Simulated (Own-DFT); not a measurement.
# Computed records: Si3N4 (beta silicon nitride, strained, atoms displaced)

Computed with Own-DFT development build. A calculation, not a measurement: plane-wave PBE density functional theory by an unreviewed code, no spin, of a simulated periodic cell, stress positive in tension, free energy of the whole cell less one offset for each atom, forces on such cells moved up to 12 meV/angstrom on a denser k mesh; offsets are fitted by least squares, one for each functional and potential file, so energies compare only between cells with the same atoms and settings and are not formation energies; the far tail of each file's local potential was reset to the Coulomb form; each entry is a single point on an unrelaxed cell, so the pressure reflects the starting lattice, mostly measured values (interpolated for alloys), from which strain is counted, and rises with the displacements; printed positions are rounded, which can move forces by about a meV/angstrom; the program, named Own-DFT, is a retired in-house code; no spin-orbit coupling; before rounding, a Quantum ESPRESSO 7.3.1 run of the same cell and cutoff gave forces within 1 meV/angstrom rms on each cell, which checks the program and not the settings.

Settings shared by all entries: functional PBE; potential files PseudoDojo norm-conserving, scalar-relativistic, standard set; wave cutoff 42 hartree; occupations Fermi-Dirac; smearing width 0.1 eV; k mesh 2 x 2 x 4 centred on Gamma.

(1) Si3N4 (beta silicon nitride, strained, atoms displaced)

```
Si3N4
1.0
     14.9166    -0.0578    -0.0600
     -7.5083    13.0412     0.0946
     -0.0230     0.0285     5.8519
Si N Si N Si N Si N Si N Si N Si N Si N
6 8 6 8 6 8 6 8 6 8 6 8 6 8 6 8
Direct
  0.08873 0.38412 0.11314
  0.11742 0.20093 0.12284
  0.30129 0.41655 0.12520
  0.41609 0.11708 0.37453
  0.38482 0.29571 0.36814
  0.20004 0.08921 0.38671
  0.16493 0.01551 0.13092
  0.49096 0.15658 0.14210
  0.34735 0.33190 0.13668
  0.33260 0.48490 0.38165
  0.01875 0.35312 0.37949
  0.14500 0.15921 0.37378
  0.16407 0.33137 0.12579
  0.33533 0.16702 0.38174
  0.09246 0.39154 0.62356
  0.11930 0.20477 0.63673
  0.30783 0.42061 0.61691
  0.42101 0.12806 0.89268
  0.38419 0.29840 0.88175
  0.19935 0.08589 0.87208
  0.16897 0.01026 0.62292
  0.48314 0.14554 0.61934
  0.35553 0.33355 0.62299
  0.32713 0.47719 0.86300
  0.01098 0.34707 0.87309
  0.14940 0.17032 0.87687
  0.16392 0.33350 0.63330
  0.33276 0.16689 0.87597
  0.08712 0.88026 0.12041
  0.11687 0.69503 0.12168
  0.30162 0.90969 0.12853
  0.41551 0.61529 0.37448
  0.38510 0.79900 0.37332
  0.19640 0.58508 0.37271
  0.17160 0.51639 0.12019
  0.48870 0.65082 0.12149
  0.34316 0.82977 0.13642
  0.32935 0.97600 0.39586
  0.01758 0.85157 0.36744
  0.14974 0.66150 0.36986
  0.17107 0.84122 0.12240
  0.33188 0.66894 0.38405
  0.08992 0.88182 0.62366
  0.11736 0.70661 0.61894
  0.29938 0.90336 0.62600
  0.41493 0.61289 0.87312
  0.38038 0.79473 0.87979
  0.19560 0.58822 0.87204
  0.16805 0.52131 0.62671
  0.48356 0.65044 0.62436
  0.35012 0.83132 0.61602
  0.33136 0.98205 0.86896
  0.01042 0.84443 0.87471
  0.15041 0.66031 0.88835
  0.17177 0.83634 0.61604
  0.32915 0.66332 0.88277
  0.58596 0.38584 0.12344
  0.61096 0.20074 0.11796
  0.79976 0.41402 0.12359
  0.90693 0.11100 0.35968
  0.88338 0.30107 0.38244
  0.70194 0.08645 0.37582
  0.65560 0.01386 0.14035
  0.98186 0.14688 0.12699
  0.84292 0.33215 0.12605
  0.83597 0.48458 0.37583
  0.51483 0.34610 0.38004
  0.65682 0.17527 0.37851
  0.66195 0.33047 0.12465
  0.83917 0.16894 0.38038
  0.58954 0.38726 0.61806
  0.61186 0.20060 0.64205
  0.79634 0.41596 0.63269
  0.91749 0.11907 0.86083
  0.89016 0.30293 0.86465
  0.70526 0.08537 0.87446
  0.66832 0.01775 0.63540
  0.97925 0.15176 0.61537
  0.84959 0.33297 0.62670
  0.83213 0.48273 0.86043
  0.51177 0.34425 0.86878
  0.65329 0.17735 0.88404
  0.66680 0.33636 0.61966
  0.83740 0.16478 0.88159
  0.59770 0.89220 0.12729
  0.60696 0.69434 0.12991
  0.79602 0.90790 0.13194
  0.91394 0.61709 0.38211
  0.88735 0.79955 0.36135
  0.69668 0.58541 0.36489
  0.66328 0.51885 0.12432
  0.98238 0.64768 0.12172
  0.84908 0.83825 0.13496
  0.83771 0.98578 0.36708
  0.51479 0.84756 0.37162
  0.64386 0.66506 0.37812
  0.67311 0.83832 0.12847
  0.83749 0.67058 0.37192
  0.58565 0.88480 0.63440
  0.61797 0.69695 0.64243
  0.79587 0.91449 0.62967
  0.91921 0.61721 0.87433
  0.88334 0.79551 0.86569
  0.70360 0.58939 0.87740
  0.65932 0.51416 0.62245
  0.98183 0.64815 0.63183
  0.85238 0.83418 0.60935
  0.83748 0.98702 0.87103
  0.52138 0.85138 0.86663
  0.65068 0.66472 0.88046
  0.66632 0.83768 0.62389
  0.84072 0.66802 0.87051
```

- free energy of cell above offsets: -4.825 eV
- pressure: 15.3 GPa
- stress xx: -21.61 GPa
- stress yy: -13.92 GPa
- stress zz: -10.36 GPa
- stress yz: 1.43 GPa
- stress xz: -1.41 GPa
- stress xy: 1.25 GPa

Force:
| element | x (eV/Å) | y (eV/Å) | z (eV/Å) |
| --- | --- | --- | --- |
| Si | -1.324 | -0.476 | 2.268 |
| Si | -2.992 | 0.369 | 1.947 |
| Si | -2.208 | -2.34 | 0.059 |
| Si | -2.09 | -3.063 | 1.911 |
| Si | 0.66 | -0.787 | 2.909 |
| Si | 3.02 | -2.482 | -2.049 |
| N | -0.602 | 0.432 | -0.801 |
| N | -4.467 | -2.573 | -1.588 |
| N | -0.555 | 1.303 | -2.427 |
| N | 0.779 | 1.877 | -3.807 |
| N | -0.856 | 0.686 | -1.409 |
| N | -1.326 | 1.952 | 1.715 |
| N | 2.392 | 0.694 | 0.1 |
| N | -0.7 | -0.711 | -0.464 |
| Si | -0.904 | -2.286 | -0.046 |
| Si | -3.814 | 0.326 | -4.087 |
| Si | -1.247 | -6.355 | 1.368 |
| Si | -0.922 | -4 | -3.07 |
| Si | -0.774 | -1.162 | -0.826 |
| Si | 1.118 | -1.185 | 1.264 |
| N | -1.218 | 2.105 | 1.388 |
| N | -0.033 | 0.588 | 2.911 |
| N | -2.182 | 1.519 | -0.21 |
| N | 1.46 | 3.847 | 3.071 |
| N | 4.756 | 3.189 | -0.348 |
| N | 3.139 | -2.232 | 0.213 |
| N | 2.78 | 1.475 | -0.523 |
| N | -0.781 | 0.698 | 0.451 |
| Si | -1.363 | 2.337 | 0.01 |
| Si | -3.315 | 3.983 | 1.245 |
| Si | -3.747 | 4.436 | -0.076 |
| Si | -2.913 | 1.753 | 0.175 |
| Si | 1.713 | -1.632 | 0.325 |
| Si | 4.398 | -0.641 | -0.587 |
| N | -0.987 | -0.714 | 0.274 |
| N | -5.809 | -3.276 | -0.156 |
| N | 2.756 | -1.583 | -2.559 |
| N | 1.312 | 3.55 | -4.438 |
| N | 0.724 | -0.356 | 1.161 |
| N | -3.073 | 1.805 | 1.661 |
| N | 1.663 | -5.288 | -0.29 |
| N | 1.373 | -1.772 | -0.647 |
| Si | -2.318 | -0.027 | -0.143 |
| Si | 0.257 | -1.17 | 0.519 |
| Si | -1.651 | 5.055 | 2.04 |
| Si | -3.235 | 0.217 | -0.335 |
| Si | 2.134 | -0.123 | -0.192 |
| Si | 6.821 | -3.279 | 0.586 |
| N | -0.585 | -1.053 | 0.006 |
| N | 1.672 | -0.275 | 0.737 |
| N | 1.654 | -1.636 | 2.523 |
| N | 1.642 | 1.151 | 1.851 |
| N | 2.888 | 1.582 | -0.652 |
| N | -5.234 | 3.917 | -3.341 |
| N | -0.953 | -3.643 | 0.558 |
| N | 1.655 | 0.571 | -0.088 |
| Si | 0.679 | -1.569 | 0.005 |
| Si | 5.048 | 3.412 | 3.99 |
| Si | -2.452 | -0.535 | -0.024 |
| Si | 2.107 | 2.18 | 1.633 |
| Si | 1.547 | -1.452 | -1.919 |
| Si | 0.169 | 3.088 | 1.641 |
| N | 0.478 | 4.062 | -2.21 |
| N | 2.024 | 0.973 | -2.236 |
| N | 2.906 | -0.445 | -0.804 |
| N | -0.001 | 0.672 | -0.147 |
| N | 0.067 | 1.077 | -1.96 |
| N | 0.024 | -1.685 | 0.428 |
| N | 0.478 | 2.761 | -0.245 |
| N | -3.942 | 0.052 | -0.431 |
| Si | -0.614 | -2.276 | 1.151 |
| Si | 1.123 | 2.287 | -4.276 |
| Si | 0.846 | -2.888 | -3.611 |
| Si | 0.242 | -1.394 | 2.13 |
| Si | -4.098 | -4.021 | 2.881 |
| Si | -0.489 | 2.448 | 1.996 |
| N | -0.808 | -1.011 | -1.659 |
| N | 3.522 | 0.82 | -0.894 |
| N | -1.842 | 1.66 | -0.071 |
| N | 0.513 | 2.974 | 4.262 |
| N | 1.578 | 1.549 | 1.118 |
| N | 3.478 | -3.536 | -0.876 |
| N | 0.144 | -1.185 | 0.5 |
| N | -3.288 | 1.871 | 0.009 |
| Si | -2.055 | -5.205 | -0.025 |
| Si | 5.505 | 5.881 | -0.131 |
| Si | 0.415 | 5.389 | -1.48 |
| Si | -0.7 | -0.818 | -1.617 |
| Si | 0.149 | -0.2 | 1.987 |
| Si | 1.953 | 2.018 | 2.546 |
| N | -0.263 | -1.436 | -0.907 |
| N | 2.267 | 0.492 | 1.671 |
| N | 3.344 | -2.711 | -3.575 |
| N | -0.718 | -2.635 | 1.229 |
| N | 1.067 | 0.999 | 0.212 |
| N | 1.473 | -1.183 | 0.615 |
| N | -3.026 | -4.599 | -0.273 |
| N | -2.034 | -1.954 | -0.211 |
| Si | 1 | 0.786 | -4.05 |
| Si | -3.145 | 4.046 | -3.817 |
| Si | 1.507 | 0.591 | -1.239 |
| Si | -2.385 | -1.94 | 0.924 |
| Si | -1.708 | 0.863 | 0.495 |
| Si | 2.76 | -0.776 | -1.502 |
| N | 0.04 | 2.886 | 0.385 |
| N | 3.382 | 1.511 | -1.984 |
| N | -1.423 | 0.388 | 1.698 |
| N | 0.034 | -1.35 | 1.026 |
| N | -3.679 | -1.48 | 4.751 |
| N | 0.088 | -0.12 | 2.186 |
| N | 1.39 | -3.21 | 0.372 |
| N | -3.263 | -1.416 | 0.247 |

(2) Si3N4 (beta silicon nitride, strained, atoms displaced)

```
Si3N4
1.0
     15.2855     0.2506    -0.1986
     -7.4257    13.0368     0.1802
     -0.0759     0.0358     5.8686
Si N Si N Si N Si N Si N Si N Si N Si N
6 8 6 8 6 8 6 8 6 8 6 8 6 8 6 8
Direct
  0.07952 0.38586 0.12757
  0.11442 0.19863 0.13244
  0.30079 0.40878 0.13519
  0.40910 0.11393 0.37222
  0.38245 0.30199 0.38085
  0.20248 0.08395 0.38149
  0.16505 0.01092 0.12449
  0.48515 0.15271 0.11734
  0.35150 0.33038 0.12192
  0.33318 0.48363 0.38236
  0.00855 0.33726 0.37396
  0.15224 0.16913 0.36521
  0.16693 0.33115 0.13473
  0.33276 0.16764 0.36789
  0.08964 0.38210 0.61469
  0.11477 0.20533 0.63252
  0.29857 0.40971 0.61239
  0.40975 0.11761 0.88024
  0.38614 0.29490 0.87909
  0.20028 0.09091 0.86555
  0.16775 0.01956 0.62347
  0.48613 0.15677 0.60324
  0.35029 0.33620 0.61699
  0.33671 0.48733 0.88250
  0.01499 0.35650 0.87441
  0.14923 0.16587 0.88172
  0.16870 0.33705 0.62865
  0.33742 0.17036 0.87288
  0.08577 0.88482 0.13117
  0.11605 0.69939 0.11305
  0.30241 0.91749 0.11594
  0.40958 0.61331 0.38262
  0.38392 0.79366 0.37304
  0.20145 0.58644 0.38062
  0.17038 0.51670 0.12319
  0.48431 0.65095 0.12703
  0.35319 0.83638 0.12634
  0.33737 0.99166 0.36896
  0.02224 0.84954 0.36185
  0.15149 0.67159 0.37746
  0.16870 0.83015 0.13041
  0.32918 0.66646 0.37912
  0.08659 0.88641 0.62859
  0.10957 0.70264 0.62825
  0.30357 0.91686 0.62134
  0.41901 0.61148 0.87686
  0.38123 0.79954 0.86483
  0.19691 0.58419 0.87083
  0.16654 0.51853 0.62692
  0.47775 0.64375 0.62752
  0.35526 0.83763 0.61824
  0.34371 0.98644 0.87138
  0.01993 0.85091 0.88345
  0.15258 0.66239 0.87524
  0.16062 0.83251 0.61713
  0.33575 0.66691 0.87247
  0.58537 0.38002 0.12815
  0.61305 0.19642 0.12430
  0.80636 0.41905 0.11444
  0.91089 0.12322 0.39181
  0.88753 0.29872 0.36807
  0.70527 0.08341 0.37243
  0.66099 0.00587 0.11431
  0.98389 0.14637 0.11605
  0.84438 0.33727 0.13753
  0.83515 0.49174 0.37746
  0.51624 0.34240 0.38517
  0.65059 0.16604 0.37799
  0.66090 0.32719 0.12299
  0.83156 0.16999 0.38969
  0.58884 0.38387 0.63021
  0.62204 0.19868 0.62177
  0.79362 0.41000 0.63915
  0.91484 0.11636 0.87401
  0.88638 0.30045 0.88346
  0.70746 0.09198 0.89049
  0.66697 0.02316 0.61669
  0.98579 0.14566 0.62508
  0.85722 0.34033 0.62840
  0.83420 0.49015 0.86931
  0.51351 0.34608 0.87718
  0.64729 0.16232 0.86901
  0.66168 0.32810 0.63269
  0.83132 0.16851 0.86570
  0.58694 0.88013 0.12149
  0.61628 0.70356 0.14206
  0.80080 0.90688 0.11548
  0.91155 0.61886 0.37926
  0.88742 0.79851 0.36708
  0.70554 0.58734 0.37762
  0.66853 0.51818 0.13381
  0.98429 0.65176 0.13063
  0.85363 0.83581 0.13811
  0.82883 0.97971 0.37421
  0.51562 0.85263 0.37865
  0.64747 0.66860 0.37338
  0.66795 0.83341 0.13229
  0.83556 0.66991 0.37715
  0.58364 0.88765 0.62212
  0.61095 0.70284 0.63177
  0.79750 0.91528 0.62806
  0.91460 0.61074 0.88759
  0.87991 0.79527 0.88697
  0.69825 0.58522 0.86348
  0.66837 0.52021 0.62836
  0.98027 0.64879 0.62965
  0.84968 0.83231 0.62195
  0.83921 0.97986 0.88244
  0.51851 0.84728 0.86886
  0.65226 0.67465 0.87143
  0.66173 0.83054 0.62072
  0.83281 0.67029 0.89340
```

- free energy of cell above offsets: -7.567 eV
- pressure: 5.06 GPa
- stress xx: -3.46 GPa
- stress yy: -6.83 GPa
- stress zz: -4.9 GPa
- stress yz: 2.98 GPa
- stress xz: -5.67 GPa
- stress xy: 7.63 GPa

Force:
| element | x (eV/Å) | y (eV/Å) | z (eV/Å) |
| --- | --- | --- | --- |
| Si | 4.465 | 0.253 | -0.429 |
| Si | -2.399 | 2.079 | -2.329 |
| Si | -3.107 | 1.272 | -2.086 |
| Si | 1.58 | 3.989 | -0.597 |
| Si | 4.421 | -2.85 | -1.026 |
| Si | 0.765 | 2.12 | -3.503 |
| N | -0.066 | 3.176 | -0.186 |
| N | -0.202 | -0.941 | 0.966 |
| N | -0.755 | 1.019 | -0.077 |
| N | 0.304 | -0.141 | -2.094 |
| N | 2.082 | 2.02 | -0.085 |
| N | 1.333 | -1.497 | 4.929 |
| N | -1.006 | 0.762 | -0.282 |
| N | -1.556 | 0.131 | 0.479 |
| Si | -2.335 | 2.157 | 1.827 |
| Si | 1.196 | -0.393 | -1.788 |
| Si | -2.271 | 2.304 | 4.152 |
| Si | 3.954 | 0.318 | -2.816 |
| Si | 0.031 | 1.778 | -0.931 |
| Si | 3.118 | -1.498 | 2.402 |
| N | -0.475 | -1.651 | 1.538 |
| N | 1.074 | -0.834 | 3.066 |
| N | 1.015 | -1.039 | 2.29 |
| N | 0.362 | -3.744 | -0.711 |
| N | 0.202 | -0.463 | -0.592 |
| N | -1.004 | 0.736 | -0.787 |
| N | 1.157 | -1.529 | -0.031 |
| N | -3.667 | -2.261 | -0.201 |
| Si | 3.843 | -0.49 | -2.571 |
| Si | -0.853 | 1.698 | 2.213 |
| Si | -1.638 | -2.215 | 1.84 |
| Si | -0.325 | 0.974 | -1.821 |
| Si | 0.393 | 1.366 | -0.195 |
| Si | -0.236 | 1.945 | -1.396 |
| N | -1.469 | -1.523 | 1.691 |
| N | 0.781 | -0.147 | 1.672 |
| N | -0.188 | 0.352 | -1.245 |
| N | -0.229 | -4.265 | -0.141 |
| N | -3.939 | -1.044 | 4.14 |
| N | 0.68 | -1.895 | 0.455 |
| N | -0.018 | 1.767 | -0.953 |
| N | 1.201 | -1.432 | -0.138 |
| Si | -0.403 | -0.344 | 0.179 |
| Si | 0.928 | 0.278 | -1.231 |
| Si | -2.119 | -0.908 | -0.878 |
| Si | -3.722 | 1.465 | 0.89 |
| Si | 3.45 | -2.052 | 2.782 |
| Si | 5.534 | 0.945 | 0.911 |
| N | -0.506 | -3.451 | -1.015 |
| N | 2.71 | 1.063 | -0.695 |
| N | -1.494 | 0.816 | -1.276 |
| N | -0.79 | 0.102 | -0.88 |
| N | -2.779 | -0.583 | -1.589 |
| N | -3.887 | 1.928 | -0.718 |
| N | 3.184 | 1.298 | 0.765 |
| N | -1.135 | -0.549 | 0.021 |
| Si | -0.073 | 0.885 | 1.044 |
| Si | -1.602 | 1.492 | -0.406 |
| Si | -6.715 | 1.15 | 3.227 |
| Si | 2.265 | -3.782 | -3.651 |
| Si | -3.355 | 0.013 | 2.931 |
| Si | -1.435 | 0.287 | -1.319 |
| N | 0.474 | 4.738 | 1.54 |
| N | -0.338 | 0.586 | 2.426 |
| N | 4.996 | -2.688 | -2.079 |
| N | 0.191 | -3.161 | -0.324 |
| N | -2.009 | 1.167 | -0.924 |
| N | 2.276 | -1.392 | -2.127 |
| N | 2.759 | 1.942 | -0.245 |
| N | -0.1 | -0.202 | -1.041 |
| Si | -1.193 | -0.481 | 0.007 |
| Si | -5.325 | 0.652 | -0.886 |
| Si | -0.679 | 0.431 | -3.277 |
| Si | -0.682 | -1.56 | 0.367 |
| Si | -0.513 | -0.14 | -0.875 |
| Si | -0.871 | -2.861 | -2.736 |
| N | 0.409 | -2.375 | 3.151 |
| N | -0.416 | 0.696 | 0.99 |
| N | -0.639 | -0.019 | -0.515 |
| N | 0.183 | -3.327 | 0.425 |
| N | 0.068 | 1.363 | -0.355 |
| N | 1.139 | -0.36 | 3.064 |
| N | 3.056 | 1.832 | 0.107 |
| N | 2.147 | 0.5 | 1.139 |
| Si | -0.903 | -1.418 | 0.396 |
| Si | -2.168 | 0.753 | -4.547 |
| Si | -4.561 | 1.525 | 3.3 |
| Si | 1.168 | -0.06 | -0.295 |
| Si | 1.748 | -0.105 | 4.442 |
| Si | -0.613 | 1.91 | -0.812 |
| N | -0.661 | -1.772 | -1.738 |
| N | 1.32 | -0.47 | -0.021 |
| N | 0.385 | -0.329 | -3.112 |
| N | 0.329 | 3.107 | -0.507 |
| N | -0.795 | -0.69 | -1.88 |
| N | 3.139 | -2.418 | 4.219 |
| N | 1.458 | 0.057 | -0.486 |
| N | -1.357 | -0.355 | 0.165 |
| Si | 2.248 | 0.548 | 0.714 |
| Si | -0.688 | 0.335 | -2.067 |
| Si | -0.796 | -2.829 | -0.972 |
| Si | -2.287 | 4.649 | -1.343 |
| Si | 2.208 | 1.191 | -2.068 |
| Si | 0.903 | 3.433 | 4.395 |
| N | -0.132 | -3.108 | -1.257 |
| N | 1.109 | 0.101 | 0.99 |
| N | 0.111 | 0.768 | 0.307 |
| N | -0.458 | 2.451 | -2 |
| N | -2.349 | -0.132 | 0.541 |
| N | 1.416 | -2.195 | 2.381 |
| N | 0.281 | 2.656 | 0.332 |
| N | 0.738 | -3.363 | -0.649 |
